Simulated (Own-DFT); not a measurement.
# Computed records: SiC (4H silicon carbide, strained, atoms displaced)

All values are calculated (Own-DFT development build). A calculation, not a measurement: plane-wave PBE density functional theory by an unreviewed code, no spin, of a simulated periodic cell, stress positive in tension, free energy of the whole cell less one offset for each atom, forces on such cells passed a denser k mesh, this cell's mesh not checked; offsets are fitted by least squares, one for each functional and potential file, so energies compare only between cells with the same atoms and settings and are not formation energies; the far tail of each file's local potential was reset to the Coulomb form; each entry is a single point on an unrelaxed cell, so the pressure reflects the starting lattice, mostly measured values (interpolated for alloys), from which strain is counted, and rises with the displacements; printed positions are rounded, which can move forces by about a meV/angstrom; the program, named Own-DFT, is a retired in-house code; no spin-orbit coupling.

Common to all runs: functional PBE; potential files PseudoDojo norm-conserving, scalar-relativistic, standard set; wave cutoff 42 hartree; occupations Fermi-Dirac; smearing width 0.1 eV; hardware one NVIDIA H100; k mesh 5 x 5 x 3 centred on Gamma.

(1) SiC (4H silicon carbide, strained, atoms displaced)

```
cell vectors (Å)
   6.2081     0.0770    -0.0204
  -3.0374     5.3237     0.0676
  -0.0333     0.1082     9.8973
atoms (fractions of the cell vectors)
Si  0.98395  0.99235  0.40192
Si  0.17091  0.34445  0.15871
C   0.99392  0.98477  0.09924
C   0.16110  0.33290  0.34144
Si  0.00887  0.49904  0.39826
Si  0.16309  0.83666  0.16003
C   0.99956  0.49666  0.09292
C   0.17082  0.83162  0.34870
Si  0.49136  0.00064  0.41017
Si  0.66326  0.32666  0.16454
C   0.50551  0.01026  0.09556
C   0.66490  0.33181  0.34623
Si  0.49615  0.49504  0.40603
Si  0.67433  0.84580  0.15338
C   0.49377  0.47603  0.09848
C   0.66427  0.84438  0.34586
Si  0.98588  0.00024  0.90787
Si  0.84229  0.66798  0.65561
C   0.99070  0.97788  0.59032
C   0.84048  0.66789  0.83862
Si  0.01017  0.49976  0.90915
Si  0.83495  0.15854  0.65710
C   0.98138  0.50012  0.58930
C   0.84285  0.16470  0.84456
Si  0.47695  0.99951  0.90840
Si  0.31605  0.65643  0.65167
C   0.49194  0.99869  0.59412
C   0.32833  0.68724  0.84058
Si  0.50111  0.50736  0.91030
Si  0.32327  0.16602  0.65494
C   0.51228  0.50427  0.60118
C   0.31474  0.16006  0.83949
```

```
free energy of cell above offsets : -2.687 eV
pressure                          : 6.53 GPa
stress xx                         : -2.56 GPa
stress yy                         : -1.71 GPa
stress zz                         : -15.31 GPa
stress yz                         : 3.76 GPa
stress xz                         : -1.45 GPa
stress xy                         : 6.5 GPa
wall time                         : 119.5 s
```

Force:
```tsv
element	x (eV/Å)	y (eV/Å)	z (eV/Å)
Si	1.276	0.282	0.616
Si	0.465	-1.761	-1.138
C	-0.808	2.296	-0.968
C	1.504	-0.589	1.182
Si	-2.275	0.004	1.771
Si	1.792	-0.918	-0.262
C	-0.508	0.652	1.277
C	-1.19	0.39	-0.938
Si	0.811	0.221	-0.167
Si	0.912	0.451	-1.529
C	-0.736	-1.328	-0.235
C	0.308	0.39	0.571
Si	0.023	1.039	0.636
Si	-0.622	-2.005	0.976
C	-1.131	2.819	-0.515
C	-0.14	-1.504	-0.653
Si	2.766	-1.596	0.123
Si	-1.791	-1.048	0.559
C	-0.4	3.396	-0.409
C	-0.905	-0.364	2.419
Si	-1.429	-0.049	-1.393
Si	-1.213	-0.041	-0.716
C	3.355	-1.775	-0.413
C	-3.195	1.08	0.116
Si	1.736	1.343	-0.765
Si	0.732	1.038	0.177
C	0.517	-0.126	0.703
C	1.496	-2.119	1.002
Si	0.154	-0.644	-1.792
Si	0.753	-0.338	-0.435
C	-2.082	-0.699	-1.502
C	-0.177	1.503	1.704
```

(2) SiC (4H silicon carbide, strained, atoms displaced)

```
cell vectors (Å)
   6.2341    -0.1197    -0.1145
  -3.2207     5.4504     0.1105
  -0.1869     0.1005    10.0555
atoms (fractions of the cell vectors)
Si  0.98982  0.99348  0.40531
Si  0.14780  0.33197  0.15847
C   0.98266  0.00041  0.08866
C   0.16649  0.33544  0.33969
Si  0.00248  0.49968  0.40530
Si  0.17733  0.85557  0.15232
C   0.00058  0.51355  0.09376
C   0.16157  0.82634  0.34370
Si  0.50463  0.00053  0.41302
Si  0.67255  0.34275  0.14916
C   0.50286  0.98489  0.09611
C   0.66264  0.32157  0.34188
Si  0.50541  0.51231  0.40979
Si  0.67732  0.83312  0.15659
C   0.49440  0.47949  0.09105
C   0.66220  0.83658  0.34802
Si  0.00716  0.00134  0.90601
Si  0.82862  0.66176  0.65575
C   0.01438  0.01188  0.59599
C   0.83880  0.66618  0.83840
Si  0.99856  0.50261  0.89654
Si  0.82499  0.17325  0.65159
C   0.99435  0.49189  0.59609
C   0.83160  0.16682  0.84097
Si  0.47958  0.98129  0.91027
Si  0.34189  0.67009  0.65457
C   0.48858  0.98878  0.59923
C   0.34095  0.68276  0.84189
Si  0.49753  0.52546  0.91237
Si  0.32469  0.16598  0.65486
C   0.49898  0.51988  0.59558
C   0.34408  0.17777  0.83475
```

```
free energy of cell above offsets : -2.209 eV
pressure                          : 1.12 GPa
stress xx                         : 1.73 GPa
stress yy                         : 0.7 GPa
stress zz                         : -5.78 GPa
stress yz                         : 3.61 GPa
stress xz                         : -6.47 GPa
stress xy                         : -7.75 GPa
wall time                         : 113.2 s
```

Force:
```tsv
element	x (eV/Å)	y (eV/Å)	z (eV/Å)
Si	1.92	1.076	0.644
Si	1.126	0.648	-1.336
C	2.67	1.006	0.595
C	-0.116	-0.273	1.56
Si	-0.304	-0.569	-0.3
Si	-0.335	-1.917	1.139
C	0.598	0.141	-1.195
C	-0.364	1.262	0.025
Si	-1.32	-0.414	-1.161
Si	0.61	-1.941	1.203
C	-0.804	1.7	-0.451
C	-0.6	1.545	0.5
Si	0.143	-1.79	-1.025
Si	-2.161	-1.869	0.753
C	-1.978	1.932	1.203
C	0.136	-0.121	-0.901
Si	-0.721	0.609	-2.213
Si	0.726	1.397	-0.41
C	-3.116	-1.943	-1.573
C	-1.279	0.813	1.513
Si	0.071	-0.956	1.391
Si	1.623	-1.675	1.64
C	-0.202	1.777	-0.956
C	0.039	-0.367	0.632
Si	1.139	4.096	-0.865
Si	-1.665	-0.616	0.878
C	-0.31	1.943	-1.344
C	-0.526	-2.216	-0.249
Si	2.391	-2.374	-2.261
Si	2.05	1.331	0.111
C	1.273	-2.099	-0.704
C	-0.714	-0.137	3.156
```
